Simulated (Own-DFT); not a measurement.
# How strain changes the stress of wurtzite AlGaN with randomly placed atoms, 96 atoms (Al36Ga12N48)

All numbers below are calculated, not measured. The program, named Own-DFT, is a retired in-house plane-wave density functional code that no person has reviewed. Each row is one single-point run on a periodic cell that was not relaxed, without spin or spin-orbit coupling.

Settings of every run: PBE; PseudoDojo norm-conserving scalar-relativistic files (stringent for Ga); cutoff 96 hartree; 3 x 4 x 3 k mesh centred on Gamma; Gaussian smearing of 0.01 eV.

Known limits: k mesh not checked against a denser one; stress not checked against mesh or cutoff.

Unstrained cell vectors in Å: (12.525, 0.000, 0.000); (-4.697, 8.135, 0.000); (0.000, 0.000, 10.066). The unstrained cell has measured lattice constants (interpolated for alloys), not those of this functional. That, the random moves and any unrelaxed bonds set the pressure at no strain. Each run strains this cell uniformly, with the atoms carried along. Every atom was also moved at random, by a Gaussian of width 0.05 Å on each axis. The random placing of the alloy's atoms differs from row to row. Strain is the symmetric tensor, in per cent. Stress is positive in tension, and the pressure is minus a third of its trace.

```
run,e_xx (%),e_yy (%),e_zz (%),s_xx (GPa),s_yy (GPa),s_zz (GPa),P (GPa),E (meV/atom)
1,-3.00,-3.00,0.00,-26.80,-26.45,-12.00,21.75,72.0
2,-1.75,-1.75,0.00,-17.05,-16.27,-11.23,14.85,43.2
3,-0.75,-0.75,0.00,-11.50,-11.24,-7.30,10.02,20.3
4,2.75,2.75,0.00,4.89,9.51,-2.69,-3.90,7.7
5,-2.25,-2.25,0.00,-22.22,-20.32,-9.86,17.47,48.7
6,3.00,3.00,0.00,8.75,8.43,-2.72,-4.82,0.9
7,-0.25,-0.25,0.00,-6.41,-9.65,-5.36,7.14,0.0
8,0.50,0.50,0.00,-2.61,-3.05,-7.58,4.41,1.8
9,1.00,1.00,0.00,?,?,?,?,?
```

E is the free energy for each atom above the lowest run shown.

## Worked fit

The change of volume is close to e_xx + e_yy + e_zz. A straight line through the runs shown gives P = 7.51 - 216 x (fractional change of volume) GPa, with an error of 9 on the slope and a scatter of 1.07 GPa. The strain isn't the same on all axes and the cell isn't cubic, so the slope belongs to this path and is not the bulk modulus.

## Withheld run

Question: what pressure should run 9 give? Its volume changes by 2.01 %.

The line gives 3.2 GPa. The calculation gave 2.45 GPa.
